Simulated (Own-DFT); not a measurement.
TiSi$_{2}$ (C49 TiSi2 crystal, strained, atoms displaced) (calculated)

All values are calculated (Own-DFT development build). A calculation, not a measurement: plane-wave density functional theory by an unreviewed code, no spin, of a simulated periodic cell, stress positive in tension, run twice, with PBE and with PBEsol, both on files made for PBE, so the change isn't that of files made for PBEsol, forces on such cells moved up to 12 meV/angstrom on a denser k mesh; the far tail of each file's local potential was reset to the Coulomb form; each entry is a single point on an unrelaxed cell, so the pressure reflects the starting lattice, taken from the Materials Project, from which strain is counted, and rises with the displacements; printed positions are rounded, which can move forces by about a meV/angstrom; the program, named Own-DFT, is a retired in-house code; no spin-orbit coupling; stress was not checked against mesh or cutoff.

TiSi$_{2}$ (C49 TiSi2 crystal, strained, atoms displaced)

```
TiSi2
1.0
      5.1994    -6.8488     3.6861
      7.1012     0.2076    -7.2291
      5.3594     6.8501     3.4509
Ti Si Ti Si Ti Si Ti Si Ti Si Ti Si Ti Si Ti Si Ti Si Ti Si
2 4 2 4 2 4 2 4 2 4 2 4 2 4 2 4 2 4 2 4
Direct
  0.94447 0.93092 0.14182
  0.85568 0.87873 0.64572
  0.59770 0.93293 0.48085
  0.19062 0.88693 0.30871
  0.90228 0.02329 0.39533
  0.90093 0.78012 0.40629
  0.95260 0.41936 0.15382
  0.84930 0.37706 0.64637
  0.60610 0.42937 0.50007
  0.19738 0.37667 0.30860
  0.90177 0.53118 0.39863
  0.90646 0.26914 0.40121
  0.74497 0.71939 0.95152
  0.65433 0.67513 0.44973
  0.40774 0.73333 0.28649
  0.99314 0.67872 0.10178
  0.69982 0.82933 0.19668
  0.70155 0.57597 0.19327
  0.54755 0.03061 0.75064
  0.44636 0.97683 0.23698
  0.20889 0.02640 0.09075
  0.79304 0.97505 0.92049
  0.49582 0.12477 0.00817
  0.50608 0.87191 0.00674
  0.74114 0.22199 0.95306
  0.65276 0.17342 0.44321
  0.41329 0.21859 0.28643
  0.99029 0.17223 0.10321
  0.69790 0.33045 0.19781
  0.69790 0.07403 0.20335
  0.54641 0.52880 0.75370
  0.45745 0.46454 0.24644
  0.20430 0.52321 0.09140
  0.79530 0.46475 0.90957
  0.49565 0.62705 0.99999
  0.49995 0.37667 0.00397
  0.34984 0.82655 0.55391
  0.23852 0.77175 0.05379
  0.00682 0.82345 0.89746
  0.58916 0.77983 0.69853
  0.28982 0.92615 0.78433
  0.30550 0.66685 0.80406
  0.35246 0.31663 0.54775
  0.25529 0.28371 0.04530
  0.00913 0.32763 0.88580
  0.59481 0.26561 0.70787
  0.30866 0.42896 0.79839
  0.29193 0.17892 0.79375
  0.14527 0.62899 0.34917
  0.05648 0.57445 0.85171
  0.81451 0.62263 0.68822
  0.37629 0.57661 0.50579
  0.09956 0.72020 0.59455
  0.10078 0.48291 0.60120
  0.14089 0.11949 0.35117
  0.04988 0.07900 0.84640
  0.80562 0.13377 0.67899
  0.39373 0.07868 0.51077
  0.10146 0.22324 0.60927
  0.10036 0.96942 0.59161
```

It was run with functional PBE, then PBEsol, potential files PseudoDojo norm-conserving, scalar-relativistic, standard set, wave cutoff 42 hartree, occupations cold (Marzari-Vanderbilt), smearing width 0.2 eV and k mesh 4 x 4 x 4 centred on Gamma.

The calculation gives: PBE pressure 0.12 GPa; PBE stress xx -1.67 GPa; PBE stress yy 1.33 GPa; PBE stress zz -0.03 GPa; PBE stress yz -3.82 GPa; PBE stress xz -1.42 GPa; PBE stress xy 2.49 GPa; PBEsol pressure -3.12 GPa; PBEsol stress xx 1.65 GPa; PBEsol stress yy 4.81 GPa; PBEsol stress zz 2.88 GPa; PBEsol stress yz -3.85 GPa; PBEsol stress xz -1.43 GPa; PBEsol stress xy 2.49 GPa; rms change of force components from PBE to PBEsol 0.019 eV/Å.

Force:
```csv
force element,PBE force x (eV/Å),PBE force y (eV/Å),PBE force z (eV/Å),PBEsol force x (eV/Å),PBEsol force y (eV/Å),PBEsol force z (eV/Å)
Ti,0.808,1.041,1.437,0.805,1.014,1.424
Ti,-0.47,0.276,0.078,-0.478,0.269,0.079
Si,0.282,-0.274,1.156,0.274,-0.327,1.142
Si,-1.009,0.091,1.22,-0.996,0.139,1.225
Si,-0.038,0.395,-0.31,-0.024,0.389,-0.309
Si,-0.813,-0.347,-0.183,-0.823,-0.336,-0.188
Ti,0.027,0.329,-0.622,0.028,0.303,-0.626
Ti,0.332,-0.611,0.201,0.331,-0.585,0.207
Si,-0.761,-0.082,-0.418,-0.75,-0.127,-0.427
Si,-0.499,0.202,0.482,-0.491,0.244,0.498
Si,-0.54,0.119,0.218,-0.54,0.117,0.223
Si,0.12,0.184,-0.619,0.115,0.173,-0.628
Ti,0.274,-0.152,-0.565,0.282,-0.153,-0.562
Ti,-0.257,-0.439,-0.482,-0.248,-0.422,-0.474
Si,-0.509,0.395,0.87,-0.501,0.356,0.852
Si,-0.353,1.152,1.121,-0.34,1.196,1.138
Si,0.056,0.121,0.632,0.065,0.117,0.65
Si,0.343,0.387,0.347,0.341,0.378,0.334
Ti,-0.614,0.717,0.881,-0.611,0.685,0.855
Ti,0.812,0.231,0.854,0.807,0.236,0.852
Si,-0.427,-0.286,-0.875,-0.426,-0.336,-0.877
Si,-1.449,-0.7,-1.271,-1.423,-0.664,-1.273
Si,-0.419,-0.754,-0.666,-0.419,-0.742,-0.663
Si,-0.879,-0.148,-0.964,-0.883,-0.146,-0.988
Ti,0.396,-0.157,0.049,0.396,-0.173,0.052
Ti,0.376,-0.188,-0.314,0.367,-0.162,-0.308
Si,0.092,0.297,-0.645,0.092,0.246,-0.651
Si,0.508,-0.076,-0.287,0.496,-0.024,-0.279
Si,0.092,-0.135,0.712,0.092,-0.128,0.726
Si,0.085,-0.371,-0.294,0.088,-0.367,-0.309
Ti,-0.208,-0.253,0.124,-0.205,-0.256,0.116
Ti,0.777,0.32,-0.896,0.752,0.324,-0.886
Si,0.547,-0.132,0.063,0.531,-0.183,0.048
Si,0.305,0.153,-0.898,0.301,0.203,-0.894
Si,0.157,0.072,0.232,0.161,0.065,0.251
Si,-0.283,-0.456,0.034,-0.288,-0.445,0.03
Ti,-0.697,0.186,-0.439,-0.687,0.175,-0.447
Ti,1.06,-1.906,-0.064,1.041,-1.86,-0.063
Si,-0.418,-0.792,-1.508,-0.41,-0.847,-1.52
Si,0.646,-0.119,0.973,0.635,-0.075,0.984
Si,1.131,0.482,0.895,1.144,0.471,0.91
Si,0.234,0.124,-1.121,0.223,0.12,-1.139
Ti,0.834,0.85,-0.838,0.829,0.827,-0.824
Ti,-0.98,0.244,0.586,-0.967,0.255,0.584
Si,0.036,0.043,0.424,0.039,-0.011,0.421
Si,0.661,0.349,-1.211,0.648,0.408,-1.196
Si,-0.766,0.35,0.296,-0.764,0.348,0.31
Si,0.836,-0.143,1.039,0.846,-0.142,1.048
Ti,-0.065,0.203,-0.236,-0.06,0.196,-0.231
Ti,-0.495,-0.48,-0.353,-0.491,-0.464,-0.342
Si,0.282,0.541,-0.448,0.274,0.506,-0.453
Si,0.729,-0.629,0.799,0.722,-0.588,0.798
Si,0.968,0.292,-0.087,0.988,0.286,-0.082
Si,-0.803,-0.135,0.643,-0.815,-0.13,0.647
Ti,1.451,-0.492,-0.731,1.432,-0.499,-0.725
Ti,-0.42,-0.212,0.298,-0.414,-0.196,0.297
Si,0.115,0.158,1.78,0.111,0.116,1.783
Si,-0.804,0.257,0.023,-0.785,0.316,0.022
Si,-0.723,-0.485,-0.88,-0.73,-0.476,-0.88
Si,0.33,0.394,-0.243,0.315,0.385,-0.263
```
